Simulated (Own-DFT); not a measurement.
# Point defects and the pressure they add: 4H SiC

The numbers are computed, not measured, by runs of the plane-wave DFT program Own-DFT (in-house, retired, unreviewed) at fixed positions, with no spin and no spin-orbit coupling.

Method: PBE; PseudoDojo norm-conserving scalar-relativistic files; cutoff 42 hartree; 4 x 4 x 3 k mesh centred on Gamma; Fermi-Dirac smearing of 0.1 eV.

Limits (not all hold for every row): not probed for a lower state with spin; forces on such cells failed a check on a denser k mesh; forces on such cells passed a denser k mesh, each cell not checked; stress not checked against mesh or cutoff.

All runs share one cell, with vectors in Å (9.248, 0.000, 0.000); (-4.624, 8.009, 0.000); (0.000, 0.000, 10.068) and a volume of 745.7 Å³. Atoms were moved at random from their sites; u is the rms move along one axis. The defect's site can differ from row to row.

| cell | formula | u (Å) | P (GPa) |
|---|---|---|---|
| no defect | C36Si36 | 0.0302 | 3.86 |
| no defect | C36Si36 | 0.0620 | 6.29 |
| no defect | C36Si36 | 0.0656 | 7.78 |
| one Al on a Si site and one N on a C site | AlC35NSi35 | 0.0474 | 4.97 |
| one Al on a Si site and one N on a C site | AlC35NSi35 | 0.0483 | 5.23 |
| one Al on a Si site and one N on a C site | AlC35NSi35 | 0.0493 | 5.06 |
| two N on a C site each | C34N2Si36 | 0.0310 | 2.78 |
| two N on a C site each | C34N2Si36 | 0.0321 | 2.74 |
| two N on a C site each | C34N2Si36 | 0.0505 | 4.55 |
| two Al on a Si site each | Al2C36Si34 | 0.0293 | 5.79 |
| two Al on a Si site each | Al2C36Si34 | 0.0489 | 6.81 |
| two Al on a Si site each | Al2C36Si34 | 0.0512 | 7.13 |
| one C vacancy | C35Si36 | 0.0273 | 3.40 |
| one C vacancy | C35Si36 | 0.0309 | 3.58 |
| one C vacancy | C35Si36 | 0.0509 | ? |
| one C vacancy | C35Si36 | 0.0515 | 5.03 |

## What the rows give

P = P0 + c u² + a shift for each defect gives P0 = 3.04 GPa, c = 973 ± 85 GPa/Å² and a scatter of 0.30 GPa. The shifts, and each times the cell's volume:

- two Al on a Si site each: 1.64 ± 0.26 GPa, 7.6 eV (3.8 eV for each of its 2 sites)
- one Al on a Si site and one N on a C site: -0.23 ± 0.25 GPa, -1.1 eV (not resolved)
- one C vacancy: -0.44 ± 0.28 GPa, -2.0 eV (not resolved)
- two N on a C site each: -1.15 ± 0.28 GPa, -5.4 eV (-2.7 eV for each of its 2 sites)

A positive shift means that the defect pushes the cell outwards. Shift times volume (160.2 GPa Å³ is 1 eV) depends little on the cell's size, so, taken for each site, it can be compared between cells at like pressure. The atoms around the defects weren't relaxed, which would change these numbers.

## Check

Q: what pressure belongs in the blank (one C vacancy, u = 0.0509 Å)?

Estimate: 5.12 ± 0.36 GPa. The run itself gave 4.60 GPa.
